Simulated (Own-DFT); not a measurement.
# What a defect does to the pressure of its cell: zincblende GaAs

Source: density functional calculations with Own-DFT, an unreviewed in-house program that is no longer used. Nothing was measured or relaxed, and spin and spin-orbit coupling are left out.

All runs used: PBE; PseudoDojo norm-conserving scalar-relativistic files; cutoff 42 hartree; 3 x 3 x 3 k mesh centred on Gamma; Fermi-Dirac smearing of 0.1 eV.

Limits (not all hold for every row): not probed for a lower state with spin; forces on such cells failed a check on a denser k mesh; forces not confirmed at this smearing and k mesh; stress not checked against mesh or cutoff.

All runs share one cell, with vectors in Å (11.307, 0.000, 0.000); (0.000, 11.307, 0.000); (0.000, 0.000, 11.307) and a volume of 1445.4 Å³. u is the rms random offset of the atoms per axis. The defect's site can differ from row to row.

```
                                        cell    formula   u (Å)  P (GPa)
                                   no defect   As32Ga32  0.0212     3.53
                                   no defect   As32Ga32  0.0467     3.87
                                   no defect   As32Ga32  0.0508     4.00
                            two Ga vacancies   As32Ga30  0.0279     2.86
                            two Ga vacancies   As32Ga30  0.0284     3.03
                            two Ga vacancies   As32Ga30  0.0310     3.00
                    two As on a Ga site each   As34Ga30  0.0303     4.76
                    two As on a Ga site each   As34Ga30  0.0304     4.78
                    two As on a Ga site each   As34Ga30  0.0316     4.82
                         one P on an As site  As31Ga32P  0.0268     3.31
                         one P on an As site  As31Ga32P  0.0290     3.36
                         one P on an As site  As31Ga32P  0.0299     3.35
                         one P on an As site  As31Ga32P  0.0310        ?
one As on a Ga site and one Ga on an As site   As32Ga32  0.0300     3.91
one As on a Ga site and one Ga on an As site   As32Ga32  0.0327     3.99
one As on a Ga site and one Ga on an As site   As32Ga32  0.0504     4.23
```

## What the rows give

P = P0 + c u² + a shift for each defect gives P0 = 3.45 GPa, c = 205 ± 23 GPa/Å² and a scatter of 0.05 GPa. The shifts, and each times the cell's volume:

- two As on a Ga site each: 1.14 ± 0.04 GPa, 10.3 eV (5.2 eV for each of its 2 sites)
- one As on a Ga site and one Ga on an As site: 0.29 ± 0.04 GPa, 2.6 eV
- one P on an As site: -0.27 ± 0.04 GPa, -2.5 eV
- two Ga vacancies: -0.66 ± 0.04 GPa, -5.9 eV (-3.0 eV for each of its 2 sites)

Positive is outwards. The product with the volume (160.2 GPa Å³ to the eV) is nearly free of the cell's size; divided by the bulk modulus at the cell's pressure it gives the volume that the defect adds. The atoms around the defects weren't relaxed, which would change these numbers.

## Withheld run

Q: what pressure belongs in the blank (one P on an As site, u = 0.0310 Å)?

The fitted form gives 3.37 ± 0.05 GPa. The calculation gave 3.36 GPa.
